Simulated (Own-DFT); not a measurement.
# Computed records: AlN (wurtzite, atoms displaced)

A calculation, not a measurement: plane-wave PBE density functional theory by an unreviewed code, no spin, of a simulated periodic cell, stress positive in tension, free energy of the whole cell less one offset for each atom, forces on such cells passed a denser k mesh, this cell's mesh not checked; offsets are fitted by least squares, one for each functional and potential file, so energies compare only between cells with the same atoms and settings and are not formation energies; the far tail of each file's local potential was reset to the Coulomb form; each entry is a single point on an unrelaxed cell, so the pressure reflects the starting lattice, mostly measured values (interpolated for alloys), from which strain is counted, and rises with the displacements; printed positions are rounded, which can move forces by about a meV/angstrom; the program, named Own-DFT, is a retired in-house code; no spin-orbit coupling. Program: Own-DFT development build.

Settings shared by all entries: functional PBE; potential files PseudoDojo norm-conserving, scalar-relativistic, standard set; wave cutoff 42 hartree; occupations Fermi-Dirac; smearing width 0.1 eV; hardware one NVIDIA H100; k mesh 2 x 2 x 2 centred on Gamma.

(1) AlN (wurtzite, atoms displaced)

```cif
# cell vector a (Å): 12.4480 0.0000 0.0000
# cell vector b (Å): -6.2240 10.7803 0.0000
# cell vector c (Å): 0.0000 0.0000 9.9640
data_AlN
_symmetry_space_group_name_H-M 'P 1'
_symmetry_Int_Tables_number 1
_cell_length_a 12.4480
_cell_length_b 12.4480
_cell_length_c 9.9640
_cell_angle_alpha 90.000
_cell_angle_beta 90.000
_cell_angle_gamma 120.000
_cell_volume 1337.10
loop_
_atom_site_label
_atom_site_type_symbol
_atom_site_fract_x
_atom_site_fract_y
_atom_site_fract_z
_atom_site_occupancy
Al1 Al 0.09885 0.17412 0.00057 1
Al2 Al 0.17470 0.08948 0.23134 1
N1 N 0.07590 0.16148 0.19586 1
N2 N 0.16460 0.07979 0.44086 1
Al3 Al 0.08568 0.16614 0.49393 1
Al4 Al 0.17109 0.09671 0.75800 1
N3 N 0.09273 0.17040 0.68843 1
N4 N 0.17213 0.09490 0.93144 1
Al5 Al 0.08834 0.41567 0.99490 1
Al6 Al 0.16018 0.32911 0.26030 1
N5 N 0.07747 0.42976 0.18525 1
N6 N 0.16560 0.32288 0.42207 1
Al7 Al 0.07406 0.41153 0.48288 1
Al8 Al 0.16716 0.32915 0.74670 1
N7 N 0.06969 0.41772 0.68989 1
N8 N 0.16883 0.33223 0.94507 1
Al9 Al 0.07569 0.66517 0.00205 1
Al10 Al 0.16952 0.57929 0.25747 1
N9 N 0.08100 0.65798 0.19721 1
N10 N 0.16765 0.58591 0.42811 1
Al11 Al 0.08249 0.65837 0.49532 1
Al12 Al 0.17052 0.58944 0.75220 1
N11 N 0.07233 0.66716 0.67540 1
N12 N 0.16382 0.58486 0.94895 1
Al13 Al 0.07033 0.90507 0.00628 1
Al14 Al 0.16160 0.83302 0.26762 1
N13 N 0.08755 0.92227 0.21021 1
N14 N 0.17006 0.82265 0.43118 1
Al15 Al 0.07597 0.92175 0.50225 1
Al16 Al 0.16720 0.82450 0.73870 1
N15 N 0.08083 0.90151 0.67906 1
N16 N 0.17113 0.82837 0.94202 1
Al17 Al 0.34431 0.17407 0.98342 1
Al18 Al 0.41344 0.07951 0.23630 1
N17 N 0.33718 0.16179 0.17557 1
N18 N 0.40877 0.07995 0.43401 1
Al19 Al 0.31920 0.16976 0.50398 1
Al20 Al 0.42306 0.09117 0.74405 1
N19 N 0.33690 0.16923 0.69679 1
N20 N 0.39681 0.07979 0.93791 1
Al21 Al 0.34420 0.41140 0.99222 1
Al22 Al 0.41837 0.32471 0.25278 1
N21 N 0.31917 0.41529 0.20304 1
N22 N 0.43422 0.33429 0.43703 1
Al23 Al 0.34274 0.42560 0.50524 1
Al24 Al 0.40671 0.32984 0.74257 1
N23 N 0.31541 0.41113 0.68470 1
N24 N 0.41408 0.33606 0.93863 1
Al25 Al 0.33066 0.66520 0.00166 1
Al26 Al 0.42217 0.58024 0.24267 1
N25 N 0.33741 0.66745 0.18928 1
N26 N 0.41231 0.56939 0.44445 1
Al27 Al 0.33584 0.67259 0.48975 1
Al28 Al 0.39168 0.56113 0.75919 1
N27 N 0.34129 0.66167 0.69571 1
N28 N 0.42135 0.58687 0.94299 1
Al29 Al 0.34052 0.92114 0.00978 1
Al30 Al 0.41471 0.82138 0.25809 1
N29 N 0.31703 0.90297 0.19210 1
N30 N 0.41576 0.83385 0.42477 1
Al31 Al 0.33025 0.91936 0.48923 1
Al32 Al 0.39700 0.82821 0.74845 1
N31 N 0.36098 0.92750 0.69324 1
N32 N 0.41934 0.83873 0.95873 1
Al33 Al 0.57577 0.17696 0.00883 1
Al34 Al 0.65810 0.06133 0.25502 1
N33 N 0.58804 0.15588 0.19803 1
N34 N 0.65007 0.06011 0.43308 1
Al35 Al 0.58894 0.16821 0.49922 1
Al36 Al 0.67182 0.09553 0.75527 1
N35 N 0.57786 0.16785 0.69789 1
N36 N 0.65815 0.07489 0.92468 1
Al37 Al 0.57877 0.41234 0.01420 1
Al38 Al 0.66517 0.34060 0.25319 1
N37 N 0.59219 0.41890 0.19287 1
N38 N 0.66507 0.32607 0.44473 1
Al39 Al 0.59139 0.42386 0.50414 1
Al40 Al 0.66267 0.32478 0.74459 1
N39 N 0.56588 0.41196 0.68488 1
N40 N 0.66726 0.32380 0.91896 1
Al41 Al 0.58389 0.67575 0.02195 1
Al42 Al 0.65914 0.57676 0.23997 1
N41 N 0.58297 0.68023 0.19352 1
N42 N 0.65188 0.56675 0.45675 1
Al43 Al 0.59710 0.67694 0.49560 1
Al44 Al 0.66223 0.58040 0.74481 1
N43 N 0.57491 0.66156 0.69207 1
N44 N 0.65884 0.58908 0.93377 1
Al45 Al 0.60164 0.93213 0.00324 1
Al46 Al 0.66387 0.84078 0.26148 1
N45 N 0.58495 0.91916 0.16974 1
N46 N 0.66181 0.82318 0.44515 1
Al47 Al 0.59024 0.91657 0.49768 1
Al48 Al 0.66257 0.82415 0.75238 1
N47 N 0.59267 0.92009 0.69667 1
N48 N 0.66338 0.84592 0.94341 1
Al49 Al 0.83530 0.17112 0.99874 1
Al50 Al 0.91880 0.09188 0.24224 1
N49 N 0.82753 0.17355 0.20451 1
N50 N 0.91683 0.07593 0.45562 1
Al51 Al 0.83512 0.16656 0.52357 1
Al52 Al 0.92138 0.07118 0.74626 1
N51 N 0.83818 0.16680 0.69037 1
N52 N 0.91180 0.06429 0.93800 1
Al53 Al 0.83412 0.42557 0.00540 1
Al54 Al 0.91172 0.33330 0.26625 1
N53 N 0.83018 0.41800 0.19095 1
N54 N 0.91429 0.32116 0.42499 1
Al55 Al 0.84236 0.42790 0.50275 1
Al56 Al 0.91548 0.32552 0.76940 1
N55 N 0.82387 0.41319 0.68601 1
N56 N 0.91856 0.33860 0.93137 1
Al57 Al 0.81989 0.63756 0.01491 1
Al58 Al 0.92887 0.58249 0.24625 1
N57 N 0.83225 0.66238 0.19133 1
N58 N 0.90928 0.58774 0.44303 1
Al59 Al 0.84463 0.66437 0.48980 1
Al60 Al 0.91574 0.58001 0.75071 1
N59 N 0.83408 0.67854 0.70098 1
N60 N 0.93649 0.59395 0.93623 1
Al61 Al 0.84494 0.91654 0.99588 1
Al62 Al 0.91673 0.81556 0.24604 1
N61 N 0.81875 0.90202 0.19743 1
N62 N 0.91684 0.83338 0.45116 1
Al63 Al 0.85021 0.92153 0.50800 1
Al64 Al 0.92489 0.84134 0.75201 1
N63 N 0.84425 0.92304 0.68155 1
N64 N 0.91429 0.82706 0.96209 1
```

It finds free energy of cell above offsets -26.046 eV; pressure 11.42 GPa; stress xx -6.35 GPa; stress yy -13.04 GPa; stress zz -14.88 GPa; stress yz 0.96 GPa; stress xz 0.45 GPa; stress xy 1.24 GPa; wall time 400.3 s.

Force:
```
element  x (eV/Å)  y (eV/Å)  z (eV/Å)
     Al    -2.828    -1.663     0.742
     Al    -0.862    -0.648     2.322
      N     2.138      1.52    -1.878
      N    -0.591     0.962     -1.16
     Al    -0.537     -0.43     0.351
     Al     1.767    -2.674    -2.584
      N    -1.612    -0.558    -0.671
      N     0.839    -1.734     3.232
     Al    -1.313     1.071     1.126
     Al     -1.07     0.742    -6.982
      N     1.031    -3.709     0.729
      N     -0.52     1.414     8.236
     Al     2.212     0.453      1.99
     Al     -4.19    -0.241     1.145
      N     2.299     0.126    -0.792
      N     0.625     0.922    -1.531
     Al     6.028     3.115     2.618
     Al     0.316     1.828    -4.424
      N     0.743       2.4     -0.92
      N     0.332    -1.517     4.301
     Al    -0.826     1.588    -0.764
     Al    -0.814     -1.23    -0.103
      N      2.57    -1.212     1.489
      N     0.563    -0.404    -1.799
     Al     4.011      1.69     0.199
     Al     0.881    -0.409    -6.065
      N    -0.764    -1.632    -2.396
      N    -1.388     0.084     6.366
     Al     2.474    -1.035    -1.133
     Al    -0.168     2.092     1.758
      N     0.162     2.701     2.369
      N    -1.626     0.758    -0.825
     Al    -4.146    -0.122      1.77
     Al     1.195     -1.75      2.34
      N    -0.879     2.173     0.032
      N      0.03      1.62     0.425
     Al     3.989     -0.01     -0.58
     Al     -1.37    -2.225     1.334
      N    -1.567    -0.602    -1.066
      N     5.414    -0.572    -0.838
     Al    -5.919     3.585     3.456
     Al    -1.776     0.575     0.206
      N     3.986    -0.783    -2.674
      N    -3.276    -1.144     0.547
     Al     0.147    -4.323    -1.634
     Al     0.719     1.399     0.395
      N     3.149    -0.461     0.339
      N     4.308     -1.35    -1.355
     Al     0.283       1.6     0.123
     Al    -2.555    -0.251     1.913
      N     0.123    -1.937     0.882
      N    -0.399     6.009    -2.268
     Al     1.542    -1.545     1.083
     Al     3.465     3.943    -0.084
      N        -4     1.155    -1.615
      N     -0.47    -1.783     0.813
     Al    -1.266     -1.67    -0.854
     Al    -1.074     2.079    -6.123
      N     1.686     1.843     0.736
      N     0.603      0.04     5.451
     Al     1.634     0.013     0.645
     Al     8.474    -2.435     3.993
      N    -7.507     1.941     -3.84
      N     0.414    -0.974    -2.273
     Al     2.125     -3.15    -0.998
     Al    -0.082     3.528    -0.917
      N     -2.67     2.224    -1.424
      N     0.619     5.571     1.481
     Al    -1.549    -2.731    -0.379
     Al     0.131    -3.067    -2.982
      N     2.731    -0.081    -2.684
      N     0.115     4.673     4.282
     Al     0.162     1.103    -4.719
     Al     3.413     -3.24     1.844
      N    -2.802    -0.988     -0.77
      N     0.832     2.698    -0.703
     Al     0.536    -6.436     1.423
     Al    -1.802     2.572    -2.135
      N     2.328     0.368     1.634
      N    -0.967     2.578     5.462
     Al    -0.122     1.415    -5.997
     Al    -0.224     3.016     2.877
      N     1.856    -2.643     2.752
      N     1.931     7.705    -4.558
     Al    -1.584    -5.807     3.079
     Al    -0.627     0.703    -0.348
      N     0.296    -0.535    -0.426
      N     1.702    -1.868     3.272
     Al    -3.222    -2.043    -3.675
     Al     0.633    -0.128    -1.295
      N    -0.282    -2.251     6.608
      N     0.478     4.945    -1.325
     Al    -0.967    -3.626     3.927
     Al    -1.063     1.117     0.457
      N    -1.106      0.02    -1.692
      N     4.921     -3.33    -0.963
     Al    -0.603    -1.419     0.385
     Al    -1.724    -3.258      1.83
      N     1.411    -1.516    -2.469
      N    -0.985      2.99    -1.848
     Al     0.281    -1.433    -6.532
     Al    -1.243     3.211     1.084
      N    -0.129      0.36     4.803
      N     0.208     6.142    -0.638
     Al     1.536     -1.77    -1.684
     Al    -0.268     0.728    -9.232
      N    -0.282     0.063     0.247
      N    -1.093     0.858     9.144
     Al    -0.954    -2.805    -0.448
     Al    -0.676     0.744     -7.66
      N     1.494     0.543     0.895
      N    -0.125    -0.304     7.181
     Al     -0.74     3.438    -3.903
     Al     -3.09    -1.183      1.41
      N     0.277    -2.967     1.232
      N     7.366    -3.877    -3.139
     Al    -8.027     3.815      4.48
     Al    -1.596     0.794    -0.805
      N     1.038    -2.776    -1.084
      N    -6.541    -4.578    -0.542
     Al    -4.127    -3.029     3.132
     Al    -2.507     4.894     1.434
      N     2.556      2.22    -0.678
      N     0.859    -2.242    -2.767
     Al    -2.813    -1.829    -2.322
     Al    -0.161    -1.497     0.595
      N    -0.255    -3.036     2.956
      N     0.339    -2.002    -2.388
```

(2) AlN (wurtzite, atoms displaced)

```cif
# cell vector a (Å): 12.4480 0.0000 0.0000
# cell vector b (Å): -6.2240 10.7803 0.0000
# cell vector c (Å): 0.0000 0.0000 9.9640
data_AlN
_symmetry_space_group_name_H-M 'P 1'
_symmetry_Int_Tables_number 1
_cell_length_a 12.4480
_cell_length_b 12.4480
_cell_length_c 9.9640
_cell_angle_alpha 90.000
_cell_angle_beta 90.000
_cell_angle_gamma 120.000
_cell_volume 1337.10
loop_
_atom_site_label
_atom_site_type_symbol
_atom_site_fract_x
_atom_site_fract_y
_atom_site_fract_z
_atom_site_occupancy
Al1 Al 0.07209 0.17080 0.00639 1
Al2 Al 0.17486 0.08588 0.23500 1
N1 N 0.08864 0.17999 0.17004 1
N2 N 0.15347 0.06287 0.43373 1
Al3 Al 0.09091 0.17784 0.50538 1
Al4 Al 0.17320 0.08153 0.76678 1
N3 N 0.08102 0.16325 0.69756 1
N4 N 0.18412 0.10207 0.95041 1
Al5 Al 0.07276 0.41726 0.99430 1
Al6 Al 0.18466 0.34755 0.21405 1
N5 N 0.07977 0.42037 0.19482 1
N6 N 0.14849 0.33568 0.44517 1
Al7 Al 0.07862 0.41644 0.49807 1
Al8 Al 0.16710 0.32888 0.73919 1
N7 N 0.08579 0.41106 0.70030 1
N8 N 0.15993 0.33637 0.93335 1
Al9 Al 0.09456 0.66724 0.00450 1
Al10 Al 0.16480 0.59026 0.25173 1
N9 N 0.08621 0.66006 0.18200 1
N10 N 0.16999 0.58045 0.45419 1
Al11 Al 0.08059 0.67939 0.50162 1
Al12 Al 0.15809 0.57549 0.74855 1
N11 N 0.08790 0.67545 0.67565 1
N12 N 0.17338 0.59612 0.94366 1
Al13 Al 0.08173 0.92647 0.97909 1
Al14 Al 0.16920 0.83954 0.26711 1
N13 N 0.07067 0.91357 0.17414 1
N14 N 0.17147 0.84448 0.42315 1
Al15 Al 0.08191 0.91805 0.48340 1
Al16 Al 0.15149 0.84104 0.74693 1
N15 N 0.07936 0.91632 0.68299 1
N16 N 0.14650 0.80647 0.95208 1
Al17 Al 0.33776 0.16878 0.99811 1
Al18 Al 0.41427 0.07980 0.23822 1
N17 N 0.33815 0.17586 0.20752 1
N18 N 0.39339 0.05395 0.42433 1
Al19 Al 0.34508 0.16742 0.50219 1
Al20 Al 0.40206 0.07863 0.74752 1
N19 N 0.32902 0.17241 0.69322 1
N20 N 0.42923 0.09712 0.95074 1
Al21 Al 0.31412 0.40408 0.02619 1
Al22 Al 0.41195 0.32199 0.26853 1
N21 N 0.33305 0.41055 0.19290 1
N22 N 0.40451 0.33276 0.44859 1
Al23 Al 0.35479 0.43184 0.49279 1
Al24 Al 0.41911 0.33222 0.74834 1
N23 N 0.33633 0.42319 0.68309 1
N24 N 0.41425 0.33091 0.93719 1
Al25 Al 0.32604 0.65437 0.99384 1
Al26 Al 0.41953 0.59499 0.26022 1
N25 N 0.33337 0.67259 0.19550 1
N26 N 0.42527 0.59273 0.45319 1
Al27 Al 0.34552 0.67878 0.49600 1
Al28 Al 0.41811 0.58138 0.74973 1
N27 N 0.33552 0.66328 0.69594 1
N28 N 0.42869 0.59601 0.92654 1
Al29 Al 0.32443 0.90947 0.98526 1
Al30 Al 0.42794 0.82281 0.24762 1
N29 N 0.34934 0.92125 0.18454 1
N30 N 0.40921 0.82508 0.45098 1
Al31 Al 0.33191 0.91285 0.49677 1
Al32 Al 0.41425 0.83551 0.75770 1
N31 N 0.33128 0.91325 0.68586 1
N32 N 0.41114 0.83622 0.94244 1
Al33 Al 0.58240 0.15173 0.99451 1
Al34 Al 0.66863 0.08042 0.26392 1
N33 N 0.60275 0.18653 0.19470 1
N34 N 0.66316 0.08822 0.43610 1
Al35 Al 0.58813 0.15594 0.47929 1
Al36 Al 0.67812 0.09778 0.75187 1
N35 N 0.58352 0.16629 0.69083 1
N36 N 0.66268 0.06752 0.95686 1
Al37 Al 0.59224 0.42106 0.97825 1
Al38 Al 0.65614 0.31687 0.26122 1
N37 N 0.57781 0.40560 0.19662 1
N38 N 0.67480 0.34336 0.44841 1
Al39 Al 0.57844 0.41992 0.49135 1
Al40 Al 0.66202 0.32326 0.73153 1
N39 N 0.59164 0.41860 0.69724 1
N40 N 0.66386 0.32680 0.95290 1
Al41 Al 0.57750 0.65824 0.99130 1
Al42 Al 0.67024 0.59112 0.26166 1
N41 N 0.59208 0.66682 0.19239 1
N42 N 0.65652 0.58087 0.43088 1
Al43 Al 0.56208 0.64776 0.50072 1
Al44 Al 0.65999 0.58385 0.76290 1
N43 N 0.58750 0.66650 0.69647 1
N44 N 0.67858 0.58517 0.95688 1
Al45 Al 0.56983 0.89680 0.01154 1
Al46 Al 0.67390 0.84219 0.25698 1
N45 N 0.58282 0.91909 0.19809 1
N46 N 0.65240 0.83218 0.45547 1
Al47 Al 0.58492 0.92898 0.50673 1
Al48 Al 0.66454 0.83286 0.76343 1
N47 N 0.58612 0.91573 0.70496 1
N48 N 0.65612 0.82865 0.93627 1
Al49 Al 0.83403 0.16008 0.99558 1
Al50 Al 0.92166 0.09386 0.24643 1
N49 N 0.81418 0.14965 0.18884 1
N50 N 0.89775 0.06598 0.43940 1
Al51 Al 0.82852 0.18279 0.49687 1
Al52 Al 0.91710 0.08771 0.75002 1
N51 N 0.82132 0.16424 0.68346 1
N52 N 0.91904 0.07495 0.93919 1
Al53 Al 0.82967 0.40400 0.99815 1
Al54 Al 0.93172 0.34934 0.23330 1
N53 N 0.82940 0.41065 0.20184 1
N54 N 0.91063 0.34546 0.44011 1
Al55 Al 0.84129 0.41663 0.50380 1
Al56 Al 0.91623 0.33651 0.76411 1
N55 N 0.82631 0.41506 0.68485 1
N56 N 0.92353 0.34210 0.93602 1
Al57 Al 0.82660 0.67594 0.00429 1
Al58 Al 0.90513 0.56882 0.24248 1
N57 N 0.82431 0.66593 0.19840 1
N58 N 0.91338 0.59023 0.42874 1
Al59 Al 0.83083 0.66057 0.48482 1
Al60 Al 0.92315 0.59014 0.76452 1
N59 N 0.84771 0.67297 0.69628 1
N60 N 0.92836 0.58695 0.94865 1
Al61 Al 0.80702 0.91299 0.00831 1
Al62 Al 0.93698 0.84373 0.24872 1
N61 N 0.82869 0.91026 0.18821 1
N62 N 0.90594 0.83713 0.42809 1
Al63 Al 0.83129 0.93124 0.48587 1
Al64 Al 0.90941 0.83024 0.73899 1
N63 N 0.82513 0.90941 0.69430 1
N64 N 0.91001 0.81505 0.93683 1
```

Results for AlN (wurtzite, atoms displaced): free energy of cell above offsets -20.226 eV; pressure 12.46 GPa; stress xx -12.85 GPa; stress yy -14.13 GPa; stress zz -10.41 GPa; stress yz 0.25 GPa; stress xz 0.77 GPa; stress xy -0.01 GPa; wall time 399.4 s.

Force:
```
element  x (eV/Å)  y (eV/Å)  z (eV/Å)
     Al      1.81     0.012    -5.962
     Al    -2.476    -1.425     1.414
      N     0.556    -0.803     6.465
      N    -0.005     8.453    -1.678
     Al    -0.101    -2.581    -0.954
     Al    -2.509     0.667    -2.761
      N     0.923    -0.169    -0.509
      N    -3.032    -3.078    -0.918
     Al     3.439     2.841     0.841
     Al    -8.513    -3.842     5.722
      N     5.407     2.027    -3.057
      N     4.857    -1.306    -2.037
     Al    -1.614     1.413     1.519
     Al     0.943     1.255     0.682
      N    -2.626     0.021    -0.866
      N     0.332    -0.111     1.961
     Al    -2.856    -4.862     1.752
     Al     1.318    -0.886     2.064
      N    -2.284      1.62     3.038
      N    -0.937     1.958    -1.981
     Al     0.873    -1.781    -2.822
     Al     1.295     2.554    -0.871
      N    -0.227    -0.763     3.734
      N     0.489    -4.442    -1.909
     Al    -0.155    -3.245     2.509
     Al     1.018    -1.091    -12.68
      N     6.484     4.277    -1.496
      N    -0.542    -1.688     10.19
     Al    -1.657     -4.19     2.707
     Al     4.474    -3.716     1.236
      N    -1.498      2.42     0.166
      N    -0.545     11.16     -4.77
     Al     2.279     2.573     1.925
     Al     1.426     0.928     0.111
      N     0.452     -3.72    -3.105
      N     1.375     6.976     0.654
     Al    -2.072    -2.233    -0.746
     Al     2.857     0.829     0.514
      N     1.423    -1.557    -1.082
      N    -3.164    -3.698    -2.312
     Al     3.696     1.308    -8.855
     Al     1.647     4.491    -2.365
      N     4.383     3.967     3.393
      N     3.564    -1.928    -0.192
     Al    -6.005    -1.251     2.822
     Al    -0.874     2.039     0.581
      N     1.003    -1.611     0.072
      N    -0.573     1.342     0.543
     Al     1.927     2.815     0.226
     Al     1.948    -0.568    -1.385
      N     0.934    -3.811     -1.33
      N    -7.421    -3.834    -5.049
     Al    -2.032    -5.557      4.04
     Al    -0.605     0.666    -1.283
      N    -1.045     0.791    -0.452
      N    -2.626    -2.765     3.297
     Al    -0.732     0.727     2.712
     Al    -3.884     3.612     1.954
      N    -1.621    -1.785    -0.343
      N     0.913     5.586    -2.774
     Al    -0.071    -3.006     1.321
     Al     1.359    -1.123    -1.263
      N    -1.791     0.925     1.186
      N     1.322    -1.772     0.277
     Al     1.301     3.216     2.349
     Al    -2.343     0.174    -4.197
      N    -0.302    -11.66    -2.832
      N     5.597    -2.946     1.113
     Al    -8.172     4.599     3.497
     Al    -3.517    -4.804     2.034
      N     -1.11    -2.835    -1.463
      N     0.848     1.224    -2.267
     Al    -1.086    -2.512     3.453
     Al    -0.698     10.29     1.709
      N    -0.749     1.087     0.651
      N    -1.355    -2.471     0.054
     Al     2.134    -0.369     1.079
     Al     0.192     2.532     2.028
      N    -2.281      0.04    -0.852
      N     1.333    -0.854    -2.636
     Al     2.126     1.118     2.643
     Al     0.091    -2.645     -4.46
      N    -3.747     0.954    -0.591
      N    -0.055     0.005     4.834
     Al     9.819     7.823     3.753
     Al     3.252     0.362    -1.215
      N    -1.009    -0.529    -0.523
      N    -4.752    -1.414    -3.357
     Al    -0.827     2.079    -1.097
     Al    -0.476    -2.007       1.2
      N     1.824    -0.511    -0.344
      N     1.148    -0.073    -1.964
     Al     0.392    -2.841     1.648
     Al     0.289    -0.013    -4.371
      N    -1.768     1.758    -1.412
      N    -0.025    -1.178      3.19
     Al    -1.169    -0.342     1.287
     Al    -0.155    -1.695     0.626
      N     4.175     3.625    -1.012
      N     0.045     14.19    -3.597
     Al     2.158    -1.514    -0.305
     Al     -0.37    -2.337    -1.075
      N     4.193     2.705     0.396
      N    -2.077     0.491    -0.037
     Al    -2.445     2.932      1.51
     Al    -5.338    -4.381     3.479
      N     0.222    -1.338    -2.391
      N     5.392    -3.091    -2.346
     Al    -5.102     3.969     0.538
     Al    -0.313     0.092    -5.305
      N     2.352     0.693     2.266
      N    -1.515    -3.844     2.327
     Al     4.865    -2.567     3.514
     Al    -0.175     3.495    -0.392
      N     2.816      0.99    -0.849
      N     2.819     -1.42      0.75
     Al     -2.29     2.235     2.019
     Al    -0.296    -0.585     -1.38
      N    -2.095    -2.519    -2.038
      N    -1.139    -2.129      0.31
     Al      3.97     0.008    -0.856
     Al    -7.151    -4.467     0.906
      N     0.797     2.158     0.516
      N     1.803    -0.525     1.875
     Al     0.134    -12.71     5.265
     Al    -0.107     0.777     1.444
      N    -0.052     2.331    -0.669
      N    -0.665       7.1    -2.246
```
